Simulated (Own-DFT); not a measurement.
# Which defects push the lattice out? C11b WSi2

Calculated, not measured: single-point runs of Own-DFT, a retired in-house plane-wave DFT program that no person has reviewed, on unrelaxed cells, without spin or spin-orbit coupling.

All runs used: PBE; PseudoDojo norm-conserving scalar-relativistic files; cutoff 50 hartree; 5 x 5 x 5 k mesh centred on Gamma; cold (Marzari-Vanderbilt) smearing of 0.2 eV.

Keep in mind: forces on such cells failed a check on a denser k mesh; stress not checked against mesh or cutoff.

All runs share one cell, with vectors in Å (-2.148, -5.953, 3.409); (-6.444, 2.976, 1.136); (-2.553, -2.948, -6.757) and a volume of 403.2 Å³. Atoms were moved at random from their sites; u is the rms move along one axis. The defect's site can differ from row to row.

```
cell,formula,u (Å),P (GPa)
no defect,Si20W10,0.0173,4.43
no defect,Si20W10,0.0202,4.33
no defect,Si20W10,0.0513,6.24
one Si on a W site,Si21W9,0.0290,6.20
one Si on a W site,Si21W9,0.0290,5.89
one Si on a W site,Si21W9,0.0422,?
one Si on a W site,Si21W9,0.0467,7.82
one W vacancy,Si20W9,0.0314,3.47
one W vacancy,Si20W9,0.0515,4.69
one W vacancy,Si20W9,0.0529,5.10
one Si vacancy,Si19W10,0.0293,3.03
one Si vacancy,Si19W10,0.0342,3.38
one Si vacancy,Si19W10,0.0467,4.39
one W on a Si site,Si19W11,0.0269,9.96
one W on a Si site,Si19W11,0.0298,9.73
one W on a Si site,Si19W11,0.0497,11.20
```

## What the rows give

P = P0 + c u² + a shift for each defect gives P0 = 4.00 GPa, c = 898 ± 73 GPa/Å² and a scatter of 0.23 GPa. The shifts, and each times the cell's volume:

- one W on a Si site: 5.07 ± 0.18 GPa, 12.8 eV
- one Si on a W site: 1.48 ± 0.18 GPa, 3.7 eV
- one W vacancy: -1.51 ± 0.20 GPa, -3.8 eV
- one Si vacancy: -1.66 ± 0.19 GPa, -4.2 eV

Positive is outwards. The product with the volume (160.2 GPa Å³ to the eV) is nearly free of the cell's size; divided by the bulk modulus at the cell's pressure it gives the volume that the defect adds. The atoms around the defects weren't relaxed, which would change these numbers.

## The run left out

Asked: what pressure belongs in the blank (one Si on a W site, u = 0.0422 Å)?

Estimate: 7.08 ± 0.26 GPa. Computed: 6.48 GPa.
